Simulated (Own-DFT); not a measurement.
# How strain changes the stress of 2H SiC, 32 atoms (C16Si16)

Calculated results; nothing here was measured. The program, named Own-DFT, is a retired in-house plane-wave density functional code that no person has reviewed. Each row is one single-point run on a periodic cell that was not relaxed, without spin or spin-orbit coupling.

Settings of every run: PBE; PseudoDojo norm-conserving scalar-relativistic files; cutoff 42 hartree; 5 x 5 x 3 k mesh centred on Gamma; Fermi-Dirac smearing of 0.1 eV.

Known limits: forces on such cells passed a denser k mesh, each cell not checked; stress not checked against mesh or cutoff.

Unstrained cell vectors in Å: (6.165, 0.000, 0.000); (-3.083, 5.339, 0.000); (0.000, 0.000, 10.068). The unstrained cell has measured lattice constants (interpolated for alloys), not those of this functional. That, the random moves and any unrelaxed bonds set the pressure at no strain. Each run strains this cell uniformly, with the atoms carried along. Every atom was also moved at random, by a Gaussian of width 0.05 Å on each axis. Strain is the symmetric tensor, in per cent. Stress is positive in tension, and the pressure is minus a third of its trace.

```
run  e_xx (%)  e_yy (%)  e_zz (%)  e_yz (%)  e_xz (%)  e_xy (%)  s_xx (GPa)  s_yy (GPa)  s_zz (GPa)  s_yz (GPa)  s_xz (GPa)  s_xy (GPa)  P (GPa)  E (meV/atom)
  1     -1.70      0.73      0.66      1.41      1.03     -0.64      -15.03       -1.41       -6.78        6.44        5.48       -6.29     7.74          74.3
  2      0.34      0.42      1.73     -0.89      1.15      1.47       -2.76       -2.83        2.90       -2.88        4.71        7.87     0.90          41.2
  3      0.43     -1.72      0.84     -0.06     -0.18     -1.55       -3.28      -14.86       -1.63       -1.04       -0.75       -6.33     6.59          19.3
  4     -1.73     -1.90      0.28     -0.57      0.04     -0.12      -12.18      -14.80      -11.85        0.07       -0.40       -1.11    12.95          27.6
  5      1.17     -0.32     -0.35     -1.22      1.28      1.07        1.53       -4.84       -9.91       -4.68        4.82        6.57     4.41          12.7
  6      0.76      0.98     -0.77     -1.60      0.43      2.00       -2.77        0.76       -9.97       -5.17       -0.13        9.78     3.99          36.6
  7     -0.03     -0.88      1.77     -1.95      1.99     -1.61       -6.05      -10.55        3.77       -7.58        7.67       -7.81     4.28          44.0
  8     -0.25     -0.61     -0.55     -1.02     -0.51     -1.82       -7.87       -6.49      -10.56       -2.87       -2.84       -9.58     8.31          18.1
  9      0.19      0.23     -0.20      0.42      0.26     -1.81       -5.82       -2.32       -7.98        1.12        1.45      -10.27     5.37          25.1
 10      1.27     -1.47     -0.01     -0.81     -0.90     -0.09       -0.96       -9.30       -5.59       -1.82       -3.55       -1.95     5.28           0.0
 11     -1.39     -0.53      1.52     -1.35      1.53      0.16      -13.42       -8.45        1.38       -5.15        4.98       -2.14     6.83          37.9
 12      0.38     -1.09     -1.52     -1.53     -1.23     -1.25       -4.02      -15.19      -14.10       -6.02       -3.83       -6.17    11.11          47.8
 13      0.41     -0.32      0.06      1.91      0.11      0.94       -4.03       -6.73       -4.79        7.34       -1.03        3.63     5.18          25.9
 14     -1.32     -1.76      1.11     -1.75     -1.77     -1.36      -11.98      -15.34       -1.59       -5.65       -4.87       -4.98     9.64          26.2
 15      0.01      0.41     -0.43     -1.19     -0.81     -1.91       -5.14        0.18      -12.55       -3.76       -3.90       -6.74     5.83          45.1
 16     -0.60     -0.48      0.27      0.85      1.71      1.95       -5.87       -8.96       -6.79        4.25        5.38        9.22     7.21          30.4
 17      0.86      1.82     -1.12     -0.28      1.99     -0.88        3.16        4.55      -15.56       -1.21        7.19       -4.64     2.61          40.7
 18     -0.54     -1.60     -0.82     -1.47      1.02      0.00           ?           ?           ?           ?           ?           ?        ?             ?
```

E is the free energy for each atom above the lowest run shown.

## Worked fit

Each stress component was fitted by least squares to a constant and the strains of the runs shown, as fractions, with shears doubled. Shear strains stay in the fit of a normal stress only where such slopes are resolved. The slopes, in GPa:

| stress | at no strain | per e_xx | per e_yy | per e_zz | scatter |
|---|---|---|---|---|---|
| s_xx | -5.2 | 484 ± 51 | 37 ± 44 | -17 ± 51 | 1.73 |
| s_yy | -4.8 | 57 ± 57 | 551 ± 49 | 17 ± 57 | 1.93 |
| s_zz | -7.8 | 174 ± 52 | -33 ± 44 | 628 ± 52 | 1.76 |

Each shear stress against twice its own strain: yz 185 ± 8, xz 178 ± 16, xy 245 ± 16 GPa. These are stiffnesses along x, y and z of the frame in which the cell vectors are given, which need not be the crystal's axes. The atoms are held to the strained lattice; where symmetry lets them move under strain, relaxing them would lower some slopes. The table should be nearly symmetric about its diagonal, and what it lacks of that shows the noise. A ninth of its sum, 211 ± 9 GPa, estimates the bulk modulus near the mean pressure of these runs, 6.4 GPa, so it lies above the value at zero pressure.

## Withheld run

Question: what normal stresses and pressure should run 18 give?

The fit gives s_xx = -8.2, s_yy = -14.0, s_zz = -13.4 and P = 11.9 GPa. The calculation gave -11.23, -11.52, -14.85 and P = 12.53 GPa.
